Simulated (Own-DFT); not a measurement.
# Slab less bulk: wurtzite AlN, m plane (10-10)

No measurement is shown. These are fixed-geometry runs of a retired plane-wave code named Own-DFT, which no person has reviewed; spin and spin-orbit coupling are neglected.

Keep in mind (not all hold for every row): some atoms lie very close together; k mesh not checked against a denser one.

Both sets of runs: PBE; PseudoDojo norm-conserving scalar-relativistic files; cutoff 42 hartree; Gaussian smearing of 0.01 eV. The slab has 128 atoms in 16 layers, two equal faces of 62.02 Å² as cut, 15 Å of vacuum, a dipole correction along the normal and a 6 x 3 x 1 mesh. The bulk cell has 128 atoms, the same measured lattice constants and a 3 x 3 x 3 mesh. In the slab only the 32 atoms nearest the faces were moved at random; u is their rms move along one axis. Energies are counted from -174.06 eV for each atom.

```
slab run   u (Å)  E (eV, cell)
       1  0.0446        21.037
       2  0.0457        20.831
       3  0.0459        20.548
       4  0.0469        20.851
       5  0.0492        20.826
       6  0.0549        22.615
       7  0.0934        26.742
       8  0.0955        28.005
       9  0.0957        25.869
      10  0.0960        27.643
      11  0.0981        24.720
      12  0.0996        29.586
```

```
bulk run   u (Å)  E (meV/atom)
       1  0.0193         -2.39
       2  0.0198         -2.71
       3  0.0200         -0.98
       4  0.0201         -1.41
       5  0.0201         -2.07
       6  0.0206         -0.90
       7  0.0901        250.85
       8  0.0969        276.08
       9  0.0991        319.52
      10  0.1001        311.49
```

Question: what is the energy of the unrelaxed surface?

## Worked answer

Take each set to u = 0 with E = a + b u². Rows are weighted down as u grows, with residuals divided by u² + 0.0006 Å². Slab: a = 19.04 ± 0.31 eV. Bulk: a = -14.8 ± 0.4 meV/atom. The excess is 19.04 - 128 x (-0.0148) = 20.92 ± 0.31 eV. Over two faces that is 169 meV/Å², or 2.70 ± 0.04 J/m². Relaxing the faces would lower the energy, and the unlike meshes and the reach from the smallest u down to zero add errors that aren't counted here.
